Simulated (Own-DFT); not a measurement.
SiGe (diamond lattice with Si and Ge gathered in clusters, atoms displaced) (calculated)

All values are calculated (Own-DFT development build). A calculation, not a measurement: plane-wave density functional theory by an unreviewed code, no spin, of a simulated periodic cell, stress positive in tension, run twice, with PBE and with PBEsol, both on files made for PBE, so the change isn't that of files made for PBEsol; forces on such cells passed a denser k mesh, this cell's mesh not checked; the far tail of each file's local potential was reset to the Coulomb form; each entry is a single point on an unrelaxed cell, so the pressure reflects the starting lattice, mostly measured values (interpolated for alloys), from which strain is counted, and rises with the displacements; printed positions are rounded, which can move forces by about a meV/angstrom; the program, named Own-DFT, is a retired in-house code; no spin-orbit coupling; stress was not checked against mesh or cutoff.

```cif
# cell vector a (Å): 11.0890 0.0000 0.0000
# cell vector b (Å): 0.0000 11.0890 0.0000
# cell vector c (Å): 0.0000 0.0000 11.0890
data_SiGe
_symmetry_space_group_name_H-M 'P 1'
_symmetry_Int_Tables_number 1
_cell_length_a 11.0890
_cell_length_b 11.0890
_cell_length_c 11.0890
_cell_angle_alpha 90.000
_cell_angle_beta 90.000
_cell_angle_gamma 90.000
_cell_volume 1363.57
loop_
_atom_site_label
_atom_site_type_symbol
_atom_site_fract_x
_atom_site_fract_y
_atom_site_fract_z
_atom_site_occupancy
Ge1 Ge 0.99842 0.00156 0.99629 1
Si1 Si 0.99717 0.24918 0.24772 1
Si2 Si 0.25013 0.99582 0.25134 1
Si3 Si 0.24883 0.24901 0.99991 1
Si4 Si 0.12907 0.12570 0.12725 1
Si5 Si 0.12181 0.37377 0.37503 1
Si6 Si 0.37066 0.12528 0.37645 1
Si7 Si 0.37709 0.37382 0.12672 1
Ge2 Ge 0.00120 0.00193 0.49875 1
Ge3 Ge 0.99962 0.25597 0.74706 1
Ge4 Ge 0.24946 0.00486 0.74982 1
Si8 Si 0.24843 0.24768 0.49922 1
Ge5 Ge 0.12878 0.12309 0.62730 1
Si9 Si 0.12207 0.37604 0.87770 1
Si10 Si 0.37496 0.12898 0.87046 1
Si11 Si 0.37669 0.37463 0.62643 1
Si12 Si 0.00066 0.50031 0.99963 1
Ge6 Ge 0.00206 0.74958 0.25028 1
Si13 Si 0.25225 0.49930 0.24811 1
Si14 Si 0.24978 0.75074 0.99908 1
Si15 Si 0.12253 0.62539 0.12494 1
Ge7 Ge 0.12189 0.87392 0.37599 1
Si16 Si 0.37178 0.62545 0.37184 1
Si17 Si 0.37268 0.87524 0.12267 1
Ge8 Ge 0.00019 0.49826 0.50149 1
Ge9 Ge 0.99698 0.75202 0.74687 1
Si18 Si 0.25211 0.50263 0.75393 1
Ge10 Ge 0.24960 0.74765 0.49702 1
Ge11 Ge 0.12511 0.62004 0.62260 1
Ge12 Ge 0.12885 0.87646 0.87103 1
Si19 Si 0.37247 0.62413 0.87365 1
Ge13 Ge 0.38022 0.87184 0.62794 1
Si20 Si 0.49847 0.99889 0.00034 1
Si21 Si 0.50420 0.24844 0.24642 1
Ge14 Ge 0.75004 0.00030 0.25091 1
Si22 Si 0.74844 0.24803 0.99917 1
Si23 Si 0.62928 0.12515 0.12537 1
Si24 Si 0.62732 0.37462 0.37894 1
Ge15 Ge 0.87486 0.11956 0.37938 1
Si25 Si 0.87259 0.37516 0.12396 1
Ge16 Ge 0.50621 0.99642 0.50150 1
Si26 Si 0.49800 0.24629 0.75321 1
Ge17 Ge 0.74913 0.00420 0.74816 1
Ge18 Ge 0.74646 0.25060 0.49916 1
Ge19 Ge 0.62897 0.12564 0.62222 1
Si27 Si 0.62572 0.37717 0.87057 1
Ge20 Ge 0.87679 0.12454 0.87479 1
Ge21 Ge 0.87141 0.37463 0.62787 1
Si28 Si 0.49867 0.50148 0.00297 1
Si29 Si 0.49803 0.74900 0.25096 1
Si30 Si 0.75180 0.50011 0.25366 1
Ge22 Ge 0.74681 0.75340 0.99868 1
Si31 Si 0.62614 0.62340 0.12540 1
Ge23 Ge 0.62528 0.86972 0.37037 1
Ge24 Ge 0.87149 0.62475 0.37066 1
Ge25 Ge 0.87134 0.87414 0.12467 1
Si32 Si 0.50248 0.50012 0.50108 1
Ge26 Ge 0.49992 0.75046 0.74881 1
Ge27 Ge 0.74826 0.50354 0.75150 1
Ge28 Ge 0.74446 0.74709 0.50096 1
Ge29 Ge 0.63045 0.62696 0.62381 1
Ge30 Ge 0.62199 0.87507 0.87467 1
Ge31 Ge 0.87892 0.62577 0.87750 1
Ge32 Ge 0.87626 0.87645 0.62271 1
_calc_functional 'PBE, then PBEsol'
_calc_potential_files 'PseudoDojo norm-conserving, scalar-relativistic, standard set'
_calc_wave_cutoff 42  # hartree
_calc_occupations 'Fermi-Dirac'
_calc_smearing_width 0.1  # eV
_calc_k_mesh '3 x 3 x 3 centred on Gamma'
_calc_PBE_pressure 2.96  # GPa
_calc_PBE_stress_xx -2.93  # GPa
_calc_PBE_stress_yy -2.98  # GPa
_calc_PBE_stress_zz -2.97  # GPa
_calc_PBE_stress_yz 0.38  # GPa
_calc_PBE_stress_xz -0.38  # GPa
_calc_PBE_stress_xy -0.01  # GPa
_calc_PBEsol_pressure 0.67  # GPa
_calc_PBEsol_stress_xx -0.64  # GPa
_calc_PBEsol_stress_yy -0.7  # GPa
_calc_PBEsol_stress_zz -0.69  # GPa
_calc_PBEsol_stress_yz 0.36  # GPa
_calc_PBEsol_stress_xz -0.35  # GPa
_calc_PBEsol_stress_xy -0.02  # GPa
_calc_rms_change_of_force_components_from_PBE_to_PBEsol 0.046  # eV/angstrom
```

Force:
```
force element  PBE force x (eV/Å)  PBE force y (eV/Å)  PBE force z (eV/Å)  PBEsol force x (eV/Å)  PBEsol force y (eV/Å)  PBEsol force z (eV/Å)
           Ge               0.856              -0.197               0.968                   0.79                 -0.218                  0.892
           Si               0.332               0.097                0.05                  0.278                  0.052                  0.089
           Si               0.136               0.562              -0.246                  0.088                    0.5                 -0.193
           Si               0.258               0.298               0.041                  0.253                  0.293                  0.034
           Si              -0.321              -0.145               0.014                 -0.356                 -0.187                 -0.018
           Si               0.503              -0.271              -0.459                  0.448                 -0.224                 -0.407
           Si               0.725              -0.175              -0.409                  0.757                 -0.213                 -0.367
           Si              -0.106               -0.08              -0.343                 -0.106                 -0.085                 -0.339
           Ge               0.353              -0.295               0.614                   0.33                 -0.296                  0.597
           Ge               0.482              -0.556               0.679                  0.421                 -0.581                  0.621
           Ge                1.15              -0.616               0.225                  1.059                 -0.635                  0.181
           Si               0.292               0.779              -0.087                  0.238                   0.73                 -0.029
           Ge              -0.561               0.958              -0.727                 -0.579                  0.883                  -0.67
           Si               0.757               0.245              -0.016                  0.702                  0.197                 -0.069
           Si                0.01              -0.335               1.266                  -0.04                  -0.39                  1.208
           Si                -0.2              -0.074              -0.008                   -0.2                 -0.074                 -0.009
           Si               0.052              -0.332               0.633                 -0.003                 -0.279                  0.581
           Ge               -0.39               -0.19              -0.493                 -0.423                 -0.144                 -0.427
           Si              -0.522              -0.173               0.115                 -0.523                  -0.17                  0.114
           Si               0.047              -0.408               0.157                 -0.001                 -0.356                  0.109
           Si               0.767              -0.375              -0.358                  0.709                 -0.319                 -0.306
           Ge               0.672               0.325              -0.304                   0.61                  0.279                 -0.258
           Si                0.75              -0.566               0.049                  0.698                 -0.511                  0.104
           Si               0.263              -0.185               0.302                  0.261                 -0.185                  0.298
           Ge              -0.429              -0.324              -0.708                 -0.449                  -0.27                 -0.642
           Ge                0.76              -0.361               0.085                  0.732                 -0.345                   0.08
           Si               -0.24              -0.914              -0.223                 -0.288                 -0.868                 -0.273
           Ge                0.35               0.041               0.324                  0.288                  0.075                  0.352
           Ge               0.363                0.38               0.756                  0.306                  0.407                  0.692
           Ge              -0.336              -0.392               0.551                 -0.369                 -0.339                   0.49
           Si               0.378               0.159               0.729                  0.422                  0.209                  0.678
           Ge              -1.008               0.651              -0.686                 -0.963                   0.63                 -0.664
           Si              -0.225               0.734               0.163                 -0.178                  0.683                  0.115
           Si              -0.365               0.077               0.719                 -0.355                  0.071                  0.717
           Ge              -0.207               0.005              -0.235                 -0.158                 -0.043                 -0.182
           Si              -0.022               0.664              -0.065                  0.025                  0.613                 -0.115
           Si              -0.744              -0.038              -0.473                 -0.681                 -0.097                 -0.424
           Si              -0.739               0.425              -0.982                 -0.678                  0.369                 -0.918
           Ge              -0.002               1.255              -0.855                 -0.031                  1.174                 -0.792
           Si               0.045              -0.026              -0.009                  0.041                 -0.022                 -0.013
           Ge              -0.866               0.447              -0.698                   -0.8                    0.4                  -0.64
           Si               0.508               0.876              -0.649                  0.554                  0.826                 -0.693
           Ge               0.264               -0.63               0.324                  0.262                 -0.608                  0.304
           Ge               0.663                0.22               -0.18                  0.682                  0.158                  -0.12
           Ge              -1.111               0.353               0.679                 -1.032                  0.297                  0.626
           Si              -0.744              -0.544               0.994                 -0.684                 -0.488                  0.928
           Ge              -0.421               0.852              -0.121                 -0.375                  0.779                 -0.155
           Ge              -0.171               0.373              -0.569                 -0.157                  0.361                 -0.552
           Si               0.119              -0.241              -0.469                  0.117                 -0.234                 -0.468
           Si              -0.332              -0.398              -0.873                 -0.279                  -0.34                 -0.818
           Si              -0.727              -0.684              -0.863                 -0.664                 -0.624                 -0.799
           Ge               -0.04              -0.884               0.335                      0                 -0.815                  0.288
           Si              -0.361               -0.03               0.396                 -0.304                  0.019                  0.354
           Ge              -0.379               0.194               0.039                 -0.321                  0.227                  0.093
           Ge               0.458              -0.043               0.668                  0.484                  0.005                  0.695
           Ge               0.653               0.231               -0.06                  0.628                  0.226                 -0.061
           Si               -0.55              -0.059                -0.3                   -0.5                 -0.004                 -0.249
           Ge               0.051              -1.048               0.706                  0.088                 -0.968                  0.645
           Ge               0.337              -0.323               0.357                  0.369                 -0.269                  0.297
           Ge               1.279               0.773              -0.706                  1.239                   0.75                 -0.683
           Ge              -1.477              -0.768               0.297                 -1.386                 -0.701                  0.316
           Ge              -0.097               0.665              -0.042                 -0.052                  0.604                 -0.082
           Ge              -0.275               0.004                0.13                 -0.308                   0.05                  0.075
           Ge               -0.66               0.036              -0.152                 -0.637                  0.035                 -0.142
```
